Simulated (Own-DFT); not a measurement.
SiC (4H silicon carbide, atoms displaced) (calculated)

Computed with Own-DFT development build. A calculation, not a measurement: plane-wave PBE density functional theory by an unreviewed code, no spin, of a simulated periodic cell, stress positive in tension, free energy of the whole cell less one offset for each atom, forces on such cells passed a denser k mesh, this cell's mesh not checked; offsets are fitted by least squares, one for each functional and potential file, so energies compare only between cells with the same atoms and settings and are not formation energies; the far tail of each file's local potential was reset to the Coulomb form; each entry is a single point on an unrelaxed cell, so the pressure reflects the starting lattice, mostly measured values (interpolated for alloys), from which strain is counted, and rises with the displacements; printed positions are rounded, which can move forces by about a meV/angstrom; the program, named Own-DFT, is a retired in-house code; no spin-orbit coupling.

Common to all runs: functional PBE; potential files PseudoDojo norm-conserving, scalar-relativistic, standard set; wave cutoff 42 hartree; occupations Fermi-Dirac; smearing width 0.1 eV; hardware one NVIDIA H100; k mesh 4 x 4 x 3 centred on Gamma.

(1) SiC (4H silicon carbide, atoms displaced)

```
CELL_PARAMETERS angstrom
9.24810 0.00000 0.00000
-4.62410 8.00910 0.00000
0.00000 0.00000 10.06810
ATOMIC_POSITIONS crystal
Si 0.99905 0.00002 0.41114
Si 0.11303 0.21864 0.15394
C 0.99649 0.99735 0.09327
C 0.10557 0.22045 0.34424
Si 0.00031 0.33747 0.40487
Si 0.10843 0.55829 0.15684
C 0.99842 0.33131 0.09325
C 0.11265 0.55281 0.34114
Si 0.00479 0.66816 0.40924
Si 0.10885 0.88546 0.15936
C 0.99543 0.66561 0.09475
C 0.10575 0.88799 0.34559
Si 0.33840 0.00225 0.40728
Si 0.44468 0.21775 0.16343
C 0.32542 0.99889 0.09585
C 0.44729 0.22783 0.34665
Si 0.32845 0.33006 0.40474
Si 0.44417 0.55404 0.15725
C 0.33760 0.33417 0.08832
C 0.44250 0.55075 0.34446
Si 0.33550 0.66518 0.41065
Si 0.44024 0.88869 0.15548
C 0.33625 0.66718 0.09304
C 0.44416 0.88582 0.33951
Si 0.66245 0.99876 0.40859
Si 0.77673 0.22256 0.15750
C 0.67193 0.00401 0.09155
C 0.77667 0.21960 0.34072
Si 0.66421 0.33006 0.40490
Si 0.77527 0.56050 0.15676
C 0.67404 0.33865 0.09467
C 0.77868 0.55492 0.34308
Si 0.67049 0.66528 0.40663
Si 0.78101 0.89062 0.15155
C 0.66249 0.66403 0.08925
C 0.77655 0.88205 0.34364
Si 0.00118 0.00087 0.90357
Si 0.88495 0.77366 0.65372
C 0.99906 0.00091 0.59354
C 0.89046 0.77363 0.84102
Si 0.99693 0.67199 0.90740
Si 0.89027 0.44849 0.66072
C 0.00463 0.66758 0.59609
C 0.88719 0.44974 0.84342
Si 0.00102 0.33338 0.90506
Si 0.89898 0.11400 0.65661
C 0.99667 0.33217 0.59512
C 0.89498 0.11682 0.84448
Si 0.66661 0.00313 0.90625
Si 0.55764 0.78039 0.65857
C 0.66783 0.99758 0.59326
C 0.55417 0.77282 0.84504
Si 0.66729 0.66352 0.90569
Si 0.55384 0.44675 0.65910
C 0.66550 0.66859 0.59105
C 0.55483 0.44690 0.84265
Si 0.66126 0.32784 0.90806
Si 0.55529 0.10629 0.65634
C 0.66508 0.32961 0.58991
C 0.55280 0.11041 0.84430
Si 0.34071 0.00135 0.90838
Si 0.22808 0.77990 0.65631
C 0.32786 0.99677 0.59013
C 0.22186 0.77875 0.84555
Si 0.33741 0.66675 0.90915
Si 0.22922 0.44604 0.65744
C 0.33469 0.66900 0.59329
C 0.21998 0.44479 0.84540
Si 0.33262 0.33427 0.90662
Si 0.22222 0.10984 0.65354
C 0.32800 0.33016 0.59501
C 0.22074 0.11653 0.84586
```

* free energy of cell above offsets: -11.199 eV
* pressure: 3.49 GPa
* stress xx: -2.06 GPa
* stress yy: -2.98 GPa
* stress zz: -5.43 GPa
* stress yz: 0.17 GPa
* stress xz: 0.37 GPa
* stress xy: 0.25 GPa
* wall time: 366.1 s

Force:
| element | x (eV/Å) | y (eV/Å) | z (eV/Å) |
| --- | --- | --- | --- |
| Si | -0.53 | -0.211 | -1.394 |
| Si | -0.715 | 0.648 | 0.102 |
| C | 1.101 | 0.13 | -0.511 |
| C | 0.733 | -0.052 | -0.134 |
| Si | -0.127 | -1.018 | 0.43 |
| Si | 0.867 | -0.838 | -0.811 |
| C | 0.355 | 0.462 | 0.098 |
| C | -0.287 | 1.116 | 0.935 |
| Si | -0.438 | -0.541 | -0.52 |
| Si | -0.981 | 0.169 | -0.248 |
| C | 0.219 | 0.502 | -0.126 |
| C | 1.33 | 0.486 | 0.313 |
| Si | -0.905 | -0.606 | -0.944 |
| Si | -0.19 | 1.174 | -1.702 |
| C | 1.423 | 0.142 | -0.013 |
| C | -0.372 | -1.317 | 0.035 |
| Si | -0.178 | 0.345 | 0.502 |
| Si | -0.232 | -0.046 | -0.218 |
| C | -0.121 | -0.492 | 1.768 |
| C | 0.25 | 0.528 | 0.254 |
| Si | -0.176 | -0.114 | -1.521 |
| Si | 1.011 | 0.052 | -0.519 |
| C | -0.747 | -0.051 | 0.546 |
| C | -0.42 | 0.282 | 1.287 |
| Si | 1.268 | -0.307 | -1.119 |
| Si | 0.733 | 0.189 | -0.685 |
| C | -1.159 | -0.553 | 0.265 |
| C | -0.306 | 0.094 | 1.063 |
| Si | 0.831 | 0.898 | 0.098 |
| Si | 0.579 | -0.659 | 0.002 |
| C | -1.256 | -1.015 | 0.145 |
| C | 0.355 | -0.108 | 0.568 |
| Si | -0.784 | -0.365 | -0.531 |
| Si | -0.857 | -0.681 | 1.027 |
| C | 0.248 | 0.687 | 0.746 |
| C | -0.568 | 1.133 | -0.058 |
| Si | -0.092 | -0.34 | 0.466 |
| Si | 0.644 | 0.517 | 0.163 |
| C | 0.782 | -0.732 | 0.445 |
| C | -1.632 | 1.278 | 0.093 |
| Si | 1.657 | -1.034 | 0.06 |
| Si | -0.091 | -0.908 | -1.045 |
| C | -0.447 | 0.078 | -0.386 |
| C | 0.291 | -0.864 | 0.964 |
| Si | -0.814 | 0.866 | 0.484 |
| Si | -1.799 | 0.053 | 0.105 |
| C | 0.795 | 0.91 | -0.303 |
| C | -0.724 | -1.201 | -0.384 |
| Si | 0.96 | -0.511 | -0.214 |
| Si | 0.037 | -0.43 | -0.387 |
| C | 0.052 | 0.507 | 0.664 |
| C | 0.287 | 1.207 | -0.101 |
| Si | -0.095 | 0.473 | -0.298 |
| Si | 0.564 | -0.754 | -1.255 |
| C | 0.161 | -0.519 | 0.702 |
| C | 0.246 | -0.895 | 0.496 |
| Si | 0.362 | 1.6 | -0.267 |
| Si | -0.463 | 0.767 | -0.53 |
| C | -0.233 | 0.531 | 1.165 |
| C | 0.829 | 0.046 | -0.208 |
| Si | -2.44 | -0.43 | -0.15 |
| Si | -1 | -0.378 | 0.567 |
| C | 1.174 | 0.509 | 0.822 |
| C | 0.579 | 0.153 | 0.137 |
| Si | -1.109 | -0.237 | -0.528 |
| Si | -1.85 | -0.223 | 0.06 |
| C | 0.635 | -0.243 | 0.562 |
| C | 0.707 | 0.423 | -0.143 |
| Si | -0.04 | 0.287 | -0.596 |
| Si | -0.357 | 0.056 | 1.033 |
| C | 1.028 | 0.401 | -0.618 |
| C | 1.444 | -1.025 | -0.701 |

(2) SiC (4H silicon carbide, atoms displaced)

```
CELL_PARAMETERS angstrom
9.24810 0.00000 0.00000
-4.62410 8.00910 0.00000
0.00000 0.00000 10.06810
ATOMIC_POSITIONS crystal
Si 0.99608 0.00483 0.40413
Si 0.11245 0.22333 0.15766
C 0.99912 0.99848 0.09906
C 0.11565 0.21770 0.34299
Si 0.99789 0.33512 0.40545
Si 0.11496 0.56114 0.15637
C 0.99814 0.33426 0.09670
C 0.11203 0.56201 0.34267
Si 0.99624 0.66175 0.40626
Si 0.11315 0.88476 0.15957
C 0.99576 0.66975 0.09496
C 0.10692 0.88431 0.34607
Si 0.33043 0.00172 0.41004
Si 0.44103 0.21996 0.15245
C 0.33737 0.00750 0.09368
C 0.44402 0.21836 0.34735
Si 0.33168 0.33950 0.40840
Si 0.44405 0.55190 0.15775
C 0.33969 0.33795 0.10077
C 0.44501 0.55392 0.33854
Si 0.33281 0.66619 0.40601
Si 0.44668 0.89300 0.15322
C 0.34131 0.66789 0.09370
C 0.44190 0.89174 0.34620
Si 0.66540 0.99687 0.40493
Si 0.78242 0.23355 0.15602
C 0.66703 0.99710 0.10185
C 0.77952 0.22246 0.34758
Si 0.67241 0.33542 0.40409
Si 0.78323 0.55785 0.15777
C 0.66795 0.33743 0.09396
C 0.77859 0.55416 0.33847
Si 0.66793 0.66679 0.40721
Si 0.77815 0.88311 0.15177
C 0.65965 0.66065 0.09410
C 0.76926 0.88513 0.34140
Si 0.99886 0.99983 0.90468
Si 0.89392 0.78307 0.66020
C 0.99544 0.99705 0.59444
C 0.88982 0.78258 0.84820
Si 0.00805 0.66813 0.90776
Si 0.89476 0.44669 0.65724
C 0.99965 0.66923 0.59172
C 0.88695 0.44708 0.84240
Si 0.00257 0.32984 0.90334
Si 0.88986 0.11052 0.66331
C 0.00106 0.33762 0.59854
C 0.88962 0.11070 0.84546
Si 0.66919 0.00027 0.90462
Si 0.55440 0.77849 0.65712
C 0.66344 0.00370 0.59578
C 0.55134 0.78040 0.84830
Si 0.66494 0.66372 0.91123
Si 0.55553 0.44571 0.65500
C 0.66866 0.66865 0.59271
C 0.55573 0.44417 0.84192
Si 0.66834 0.33792 0.90754
Si 0.55749 0.11154 0.65530
C 0.66293 0.33266 0.59385
C 0.55604 0.11433 0.84971
Si 0.33875 0.00378 0.90929
Si 0.22340 0.77655 0.66004
C 0.34044 0.00242 0.59841
C 0.22182 0.77640 0.84382
Si 0.33331 0.65864 0.91419
Si 0.21973 0.44638 0.65405
C 0.33224 0.66826 0.58873
C 0.21785 0.43654 0.84758
Si 0.33574 0.33335 0.89907
Si 0.21802 0.11044 0.65435
C 0.32673 0.33035 0.58628
C 0.22011 0.11337 0.83719
```

* free energy of cell above offsets: -10.350 eV
* pressure: 3.83 GPa
* stress xx: -2.95 GPa
* stress yy: -3.7 GPa
* stress zz: -4.84 GPa
* stress yz: 0 GPa
* stress xz: 0.65 GPa
* stress xy: -0.61 GPa
* wall time: 360.7 s

Force:
| element | x (eV/Å) | y (eV/Å) | z (eV/Å) |
| --- | --- | --- | --- |
| Si | 0.606 | -1.856 | 0.239 |
| Si | 0.03 | -0.187 | -0.214 |
| C | 0.736 | 0.276 | -1.266 |
| C | -1.779 | 1.493 | 0.396 |
| Si | 1.086 | -0.051 | 0.23 |
| Si | -0.052 | -0.464 | -0.237 |
| C | 1.016 | 0.676 | -0.895 |
| C | 0.63 | -1.22 | 0.27 |
| Si | -0.206 | 1.179 | 0.073 |
| Si | -0.788 | 1.345 | 0.007 |
| C | 2.019 | -0.211 | -0.599 |
| C | -0.224 | 0.59 | 0.278 |
| Si | 0.403 | -0.455 | -0.032 |
| Si | 0.779 | 1.324 | 2.102 |
| C | -0.237 | -1.913 | -0.298 |
| C | -0.355 | 1.159 | -0.712 |
| Si | 1.569 | -1.241 | -1.676 |
| Si | 0.013 | 0.689 | -0.143 |
| C | -1.112 | -1.329 | -2.309 |
| C | -0.416 | 0.642 | 1.817 |
| Si | 0.146 | 0.701 | -0.935 |
| Si | 0.264 | -0.206 | 1.244 |
| C | -1.451 | -0.066 | 0.951 |
| C | 0.227 | -0.502 | -0.528 |
| Si | -0.878 | 0.479 | 0.242 |
| Si | -0.038 | -2.161 | 0.553 |
| C | 0.225 | 1.341 | -1.822 |
| C | 0.023 | 0.011 | -0.729 |
| Si | -1.357 | -0.789 | 0.615 |
| Si | -1.619 | -0.501 | -0.752 |
| C | -0.105 | -0.063 | -0.091 |
| C | -0.236 | 0.253 | 1.527 |
| Si | -0.139 | -0.208 | -0.595 |
| Si | -0.962 | 0.444 | 1.037 |
| C | 1.326 | 0.437 | 0.208 |
| C | 1.3 | 0.24 | 0.276 |
| Si | 0.645 | 0.407 | 1.202 |
| Si | -0.548 | -1.206 | -0.393 |
| C | 0.037 | 0.922 | -0.378 |
| C | 0.407 | -1.182 | -0.264 |
| Si | -1.73 | -0.054 | -0.22 |
| Si | -2.011 | 0.223 | -0.222 |
| C | 0.47 | -0.227 | 0.784 |
| C | 1.2 | -0.173 | 0.753 |
| Si | -1.717 | 0.517 | 1.221 |
| Si | -0.672 | 0.163 | -1.712 |
| C | 0.289 | -1.067 | -1.006 |
| C | -0.161 | -0.157 | 0.354 |
| Si | -0.982 | 0.282 | 1.574 |
| Si | -0.008 | 0.064 | -0.037 |
| C | 1.763 | -0.694 | -0.22 |
| C | 1.081 | -1.019 | -0.694 |
| Si | -0.225 | 0.61 | -1.141 |
| Si | -0.173 | -0.254 | -0.518 |
| C | -0.149 | 0.01 | 0.586 |
| C | -0.159 | 0.423 | 0.14 |
| Si | 0.231 | -0.474 | -0.232 |
| Si | -0.673 | 0.878 | 0.989 |
| C | 1.086 | 0.628 | -0.146 |
| C | 0.822 | 0.091 | -0.914 |
| Si | -1.018 | -0.465 | -1.155 |
| Si | -0.38 | 0.581 | -1.169 |
| C | -1.683 | -0.66 | -0.323 |
| C | 1.056 | 0.183 | 1.139 |
| Si | -0.808 | 0.826 | -1.783 |
| Si | 0.87 | 0.002 | 0.371 |
| C | 0.427 | -0.392 | 1.382 |
| C | 0.605 | 1.436 | -1.039 |
| Si | -0.122 | -0.419 | 1.643 |
| Si | 0.906 | -0.074 | -0.696 |
| C | 0.26 | 0.87 | 2.312 |
| C | 0.622 | -0.457 | 1.584 |

(3) SiC (4H silicon carbide, atoms displaced)

```
CELL_PARAMETERS angstrom
9.24810 0.00000 0.00000
-4.62410 8.00910 0.00000
0.00000 0.00000 10.06810
ATOMIC_POSITIONS crystal
Si 0.00220 0.00273 0.40148
Si 0.10133 0.21713 0.15639
C 0.99842 0.00380 0.09218
C 0.10982 0.22753 0.34639
Si 0.00183 0.33708 0.40711
Si 0.10853 0.55541 0.15224
C 0.99804 0.33407 0.09380
C 0.11139 0.55474 0.34547
Si 0.00860 0.66840 0.40414
Si 0.11149 0.88522 0.15213
C 0.00022 0.66961 0.09252
C 0.10901 0.88850 0.34282
Si 0.33932 0.00346 0.40112
Si 0.45153 0.22197 0.15576
C 0.33498 0.99665 0.09569
C 0.43773 0.22030 0.34308
Si 0.32867 0.33191 0.40636
Si 0.44757 0.56003 0.16098
C 0.33662 0.33787 0.08882
C 0.44591 0.54788 0.34059
Si 0.33594 0.66705 0.40397
Si 0.44347 0.88998 0.15053
C 0.33534 0.66497 0.09364
C 0.44366 0.88988 0.34231
Si 0.66229 0.99687 0.40606
Si 0.77995 0.22345 0.15201
C 0.66259 0.99700 0.09290
C 0.77549 0.22662 0.34156
Si 0.66893 0.33506 0.40715
Si 0.77088 0.54391 0.15515
C 0.67393 0.33629 0.09414
C 0.77723 0.55609 0.34654
Si 0.65858 0.66067 0.41091
Si 0.78066 0.88983 0.15398
C 0.66107 0.65784 0.09533
C 0.77800 0.88763 0.34656
Si 0.99999 0.99678 0.90609
Si 0.89276 0.77488 0.65431
C 0.99801 0.99667 0.59576
C 0.88896 0.77989 0.84629
Si 0.00183 0.66735 0.90029
Si 0.88949 0.44593 0.66045
C 0.99859 0.67201 0.59786
C 0.88417 0.43884 0.84309
Si 0.00179 0.33638 0.90906
Si 0.88903 0.11177 0.65322
C 0.99435 0.33383 0.59234
C 0.88788 0.11105 0.84644
Si 0.67337 0.00062 0.90384
Si 0.55763 0.78154 0.65409
C 0.67234 0.00556 0.59914
C 0.55368 0.77332 0.84428
Si 0.66912 0.66546 0.90899
Si 0.55613 0.43819 0.65973
C 0.66657 0.66526 0.59438
C 0.55679 0.44622 0.84440
Si 0.66787 0.33759 0.90896
Si 0.55876 0.10844 0.65592
C 0.66268 0.32567 0.59087
C 0.55537 0.11685 0.84515
Si 0.33819 0.99804 0.91014
Si 0.22252 0.77785 0.65271
C 0.33932 0.00266 0.59294
C 0.22234 0.77551 0.84417
Si 0.33200 0.66101 0.90629
Si 0.22181 0.44797 0.65394
C 0.33223 0.66712 0.59601
C 0.22557 0.44154 0.84313
Si 0.33386 0.33246 0.90581
Si 0.22834 0.11025 0.65470
C 0.32906 0.32786 0.59288
C 0.21693 0.10968 0.84123
```

* free energy of cell above offsets: -10.691 eV
* pressure: 3.69 GPa
* stress xx: -3.59 GPa
* stress yy: -3.67 GPa
* stress zz: -3.8 GPa
* stress yz: -0.04 GPa
* stress xz: 0.68 GPa
* stress xy: 0.36 GPa
* wall time: 368.4 s

Force:
| element | x (eV/Å) | y (eV/Å) | z (eV/Å) |
| --- | --- | --- | --- |
| Si | -0.391 | -0.542 | 1.463 |
| Si | 1.706 | 1.737 | -0.037 |
| C | 0.96 | -1.086 | 0.109 |
| C | 0.117 | -0.816 | -0.769 |
| Si | -1.144 | -0.624 | -0.157 |
| Si | 0.528 | 0.441 | 0.783 |
| C | 0.296 | 0.099 | -0.103 |
| C | 0.626 | 0.384 | -0.743 |
| Si | -2.102 | -0.074 | 0.587 |
| Si | -0.753 | 0.95 | 0.926 |
| C | -0.136 | -1.253 | -0.613 |
| C | 0.977 | 0.339 | -0.357 |
| Si | -1.229 | -0.569 | 0.896 |
| Si | -1.683 | 0.321 | -0.077 |
| C | -0.743 | 0.811 | -0.514 |
| C | 1.113 | 0.754 | -0.166 |
| Si | 0.685 | -0.361 | 0.025 |
| Si | -0.191 | -1.375 | -1.706 |
| C | -0.155 | -0.972 | 1.502 |
| C | -1.384 | 1.042 | 1.516 |
| Si | -0.066 | -0.269 | 0.198 |
| Si | 0.884 | -0.953 | 1.052 |
| C | -0.784 | 0.173 | 0.173 |
| C | 0.489 | -0.571 | -0.289 |
| Si | 0.816 | 1.109 | -0.091 |
| Si | -0.26 | -0.83 | 1.011 |
| C | 0.866 | 0.628 | -0.295 |
| C | 1.02 | -0.886 | 0.096 |
| Si | -0.88 | -0.083 | -0.423 |
| Si | 0.236 | 2.926 | 1.267 |
| C | -0.619 | -1.606 | -0.64 |
| C | 0.454 | -0.052 | -0.288 |
| Si | 1.652 | 0.853 | -0.81 |
| Si | -0.842 | -1.069 | 0.773 |
| C | 0.823 | 1.379 | -0.145 |
| C | -0.565 | -0.118 | -0.538 |
| Si | -0.54 | 1.02 | -0.458 |
| Si | -2.382 | 1.267 | 0.79 |
| C | 0.58 | 0.628 | -0.923 |
| C | 0.411 | -0.864 | -0.55 |
| Si | -0.398 | -0.222 | 0.933 |
| Si | -0.673 | -0.409 | -1.318 |
| C | 2.08 | -1.551 | -1.253 |
| C | 0.503 | 1.138 | 0.732 |
| Si | 0.384 | -0.789 | -1.022 |
| Si | 1.06 | 0.202 | 1.129 |
| C | 0.961 | 0.45 | 0.358 |
| C | 0.913 | 0.541 | -0.644 |
| Si | -1.762 | -0.496 | 0.28 |
| Si | 0.436 | -0.726 | 0.981 |
| C | -0.485 | -1.32 | -1.541 |
| C | 0.245 | 0.706 | -0.059 |
| Si | -0.797 | 0.097 | -0.425 |
| Si | -0.735 | 0.512 | -1.008 |
| C | -0.125 | -0.387 | 0.467 |
| C | 0.272 | -0.369 | 0.28 |
| Si | -0.2 | -0.702 | -0.711 |
| Si | -0.89 | 0.619 | 0.705 |
| C | 0.425 | 1.144 | 0.92 |
| C | 1.018 | -0.712 | 0.095 |
| Si | -1.228 | 0.308 | -1.201 |
| Si | -0.148 | 0.643 | 0.868 |
| C | 0.014 | -0.78 | -0.597 |
| C | 0.433 | 0.17 | -0.24 |
| Si | 0.215 | 0.522 | -0.2 |
| Si | 0.338 | -1.287 | 0.464 |
| C | 0.483 | 0.315 | -1.265 |
| C | -1.217 | 0.268 | -0.114 |
| Si | 0.14 | -0.378 | -0.259 |
| Si | -1.42 | -0.47 | 0.206 |
| C | 0.179 | 1.172 | 0.106 |
| C | 1.591 | -0.097 | 0.859 |

(4) SiC (4H silicon carbide, atoms displaced)

```
CELL_PARAMETERS angstrom
9.24810 0.00000 0.00000
-4.62410 8.00910 0.00000
0.00000 0.00000 10.06810
ATOMIC_POSITIONS crystal
Si 0.99721 0.00484 0.40787
Si 0.11691 0.21883 0.15613
C 0.00100 0.99764 0.09422
C 0.10566 0.22164 0.34351
Si 0.99836 0.33542 0.40326
Si 0.11362 0.55117 0.16027
C 0.00695 0.33459 0.09509
C 0.10864 0.55238 0.34777
Si 0.00281 0.67632 0.40642
Si 0.11043 0.89121 0.15214
C 0.00283 0.66747 0.09443
C 0.11247 0.88821 0.34205
Si 0.33182 0.00006 0.40186
Si 0.44975 0.22208 0.15087
C 0.32483 0.98891 0.09568
C 0.44938 0.22313 0.33804
Si 0.34473 0.33870 0.40485
Si 0.44610 0.55873 0.15813
C 0.33695 0.33630 0.10148
C 0.45118 0.55660 0.33954
Si 0.33764 0.67326 0.40296
Si 0.44874 0.89315 0.15374
C 0.33171 0.66739 0.09048
C 0.43912 0.88333 0.33920
Si 0.67263 0.99966 0.40708
Si 0.77087 0.22255 0.15350
C 0.66416 0.00513 0.09315
C 0.77717 0.21757 0.33892
Si 0.67222 0.33958 0.40526
Si 0.76812 0.55095 0.15581
C 0.66571 0.33243 0.09278
C 0.77404 0.55060 0.34302
Si 0.66706 0.66433 0.40162
Si 0.77679 0.88879 0.15342
C 0.66191 0.66215 0.09697
C 0.78237 0.89064 0.34514
Si 0.99809 0.99503 0.90927
Si 0.89113 0.77576 0.64940
C 0.00638 0.99926 0.59339
C 0.88321 0.77846 0.84388
Si 0.00091 0.67107 0.90969
Si 0.89040 0.44272 0.65301
C 0.00534 0.67310 0.59306
C 0.88859 0.43876 0.84510
Si 0.99823 0.33322 0.90301
Si 0.88483 0.10469 0.65603
C 0.00541 0.33762 0.59526
C 0.88528 0.10763 0.84841
Si 0.65726 0.99672 0.90719
Si 0.56382 0.78315 0.65950
C 0.67088 0.00361 0.59276
C 0.55730 0.78291 0.84527
Si 0.66929 0.66295 0.90266
Si 0.56153 0.45102 0.65613
C 0.66660 0.66009 0.59342
C 0.56168 0.44437 0.84155
Si 0.66867 0.33815 0.90607
Si 0.55973 0.11262 0.65560
C 0.66511 0.32779 0.59133
C 0.55520 0.10358 0.84609
Si 0.33359 0.99969 0.90066
Si 0.22611 0.77758 0.65345
C 0.33360 0.99855 0.59550
C 0.22091 0.77963 0.84898
Si 0.33637 0.66228 0.90496
Si 0.22660 0.44473 0.65504
C 0.33990 0.66913 0.59802
C 0.22653 0.44965 0.84344
Si 0.33629 0.33558 0.90330
Si 0.22298 0.11160 0.65634
C 0.33625 0.33371 0.59388
C 0.22337 0.11140 0.84130
```

- free energy of cell above offsets: -10.263 eV
- pressure: 3.91 GPa
- stress xx: -3.43 GPa
- stress yy: -4.66 GPa
- stress zz: -3.64 GPa
- stress yz: 0.63 GPa
- stress xz: -0.12 GPa
- stress xy: -0.08 GPa
- wall time: 357.5 s

Force:
| element | x (eV/Å) | y (eV/Å) | z (eV/Å) |
| --- | --- | --- | --- |
| Si | 1.805 | -0.247 | -0.42 |
| Si | -1.38 | 0.52 | 0.297 |
| C | -0.646 | 0.242 | -0.262 |
| C | 1.48 | 0.617 | 0.281 |
| Si | 0.428 | -0.684 | 0.637 |
| Si | -0.775 | 0.786 | -0.706 |
| C | -0.922 | -0.869 | -0.586 |
| C | 0.093 | 1.377 | -0.279 |
| Si | 0.464 | -1.705 | -0.461 |
| Si | 0.338 | -1.457 | 1.224 |
| C | -0.989 | -0.794 | 0.539 |
| C | -1.105 | 1.146 | -0.118 |
| Si | 0.575 | 0.257 | 0.593 |
| Si | -1.381 | -1.017 | 0.712 |
| C | 0.889 | 2.47 | -1.362 |
| C | -0.022 | -0.009 | 0.846 |
| Si | -1.319 | -1.153 | -0.232 |
| Si | -0.848 | -0.327 | -0.873 |
| C | 0.542 | -0.386 | -2.032 |
| C | -1.222 | 0.448 | 1.24 |
| Si | 0.141 | -1.837 | 0.999 |
| Si | -0.998 | -1.429 | 0.09 |
| C | 1.062 | 0.011 | 0.826 |
| C | 0.939 | 1.724 | 0.685 |
| Si | -1.446 | -0.165 | -0.771 |
| Si | 2.371 | 0.452 | 0.23 |
| C | 0.975 | -0.795 | -0.145 |
| C | -0.601 | 0.788 | 0.937 |
| Si | 0.031 | -2.266 | -0.108 |
| Si | 1.92 | 0.868 | 0.079 |
| C | -0.143 | 0.466 | -0.733 |
| C | 0.598 | 1.579 | 0.029 |
| Si | 0.123 | 0.463 | 0.737 |
| Si | -0.084 | 0.238 | 0.461 |
| C | 0.263 | 1.006 | -1.338 |
| C | -0.587 | -0.823 | -0.465 |
| Si | -0.348 | 1.028 | -0.867 |
| Si | -0.354 | 0.465 | 1.415 |
| C | -1.516 | -0.037 | -0.02 |
| C | 1.557 | -0.263 | -0.605 |
| Si | 0.2 | -0.949 | -0.586 |
| Si | -0.175 | 0.464 | 0.613 |
| C | 0.153 | -1.348 | -0.179 |
| C | -0.921 | 1.531 | -0.616 |
| Si | 1.119 | -0.355 | 1.117 |
| Si | 1.229 | 1.51 | 0.768 |
| C | -0.177 | -1.148 | -0.592 |
| C | 0.119 | -0.063 | -0.585 |
| Si | 2.13 | 0.567 | 0.413 |
| Si | -0.494 | -0.722 | -0.59 |
| C | -0.117 | -0.752 | -0.139 |
| C | 0.789 | -1.477 | -0.003 |
| Si | -1.361 | 0.77 | 1.066 |
| Si | 0.111 | -2.273 | -0.28 |
| C | -0.196 | 2.077 | -0.769 |
| C | -1.067 | 0.073 | 0.254 |
| Si | 1.098 | -1.523 | -0.259 |
| Si | -0.724 | -0.701 | 0.277 |
| C | 0.083 | 1.415 | 0.28 |
| C | -1.39 | 2.045 | -0.85 |
| Si | -0.157 | -0.248 | 1.25 |
| Si | -0.212 | 0.192 | 1.287 |
| C | 0.364 | 0.544 | -0.848 |
| C | 0.65 | -0.804 | -1.431 |
| Si | -1.376 | 1.379 | 0.3 |
| Si | -0.235 | 0.353 | 0.055 |
| C | 0.142 | 0.052 | -1.199 |
| C | 0.119 | -1.478 | -0.409 |
| Si | -0.281 | -0.254 | 0.92 |
| Si | 0.669 | 0.053 | -0.334 |
| C | 0.381 | 0.235 | -0.202 |
| C | -0.379 | 0.149 | 0.794 |
